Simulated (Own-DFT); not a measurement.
# Same atoms, different arrangement: In32P32, 64 atoms

Calculated results; nothing here was measured. The program, named Own-DFT, is a retired in-house plane-wave density functional code that no person has reviewed. Each row is one single-point run on a periodic cell that was not relaxed, without spin or spin-orbit coupling.

Settings of every run: PBE; PseudoDojo norm-conserving scalar-relativistic files; cutoff 36 hartree; 3 x 3 x 3 k mesh centred on Gamma; Fermi-Dirac smearing of 0.1 eV.

Known limits, some of them of some rows only: not probed for a lower state with spin; forces on such cells moved up to 12 meV/angstrom on a denser k mesh; stress not checked against mesh or cutoff.

All cells hold the same atoms in the same cell, with vectors in Å (11.737, 0.000, 0.000); (0.000, 11.737, 0.000); (0.000, 0.000, 11.737). Every atom was moved at random from its ideal site; u is the rms move along one axis. The defect's site can differ from row to row. E is the free energy of the cell above the lowest run. The arrangements:

- A: zincblende InP
- B: zincblende InP, with one In on a P site and one P on an In site, 2.5 Å apart

```
arrangement,u (Å),E (eV),P (GPa)
A,0.0184,0.000,3.19
A,0.0189,0.038,3.19
A,0.0207,0.116,3.21
A,0.0488,1.784,3.51
A,0.0540,2.028,3.54
A,0.0570,2.731,3.73
B,0.0289,4.721,3.70
B,0.0297,4.647,3.67
B,0.0298,4.316,3.60
B,0.0479,6.044,3.93
B,0.0481,6.282,4.01
B,0.0481,6.297,4.02
```

Question: once the cost of the random moves is taken out, how do the arrangements rank?

## Worked answer

Fit E = a + b u², with one b for all and one a for each arrangement, and with residuals divided by u², since the noise grows with the moves. Then b = 945 eV/Å², the scatter at u = 0.04 Å is 0.25 eV, and against A:

- B: 4.09 ± 0.10 eV (higher)

These are energies of unrelaxed cells. Relaxing the atoms lowers the strained arrangements most, so the gaps would shrink and small ones could change sign.
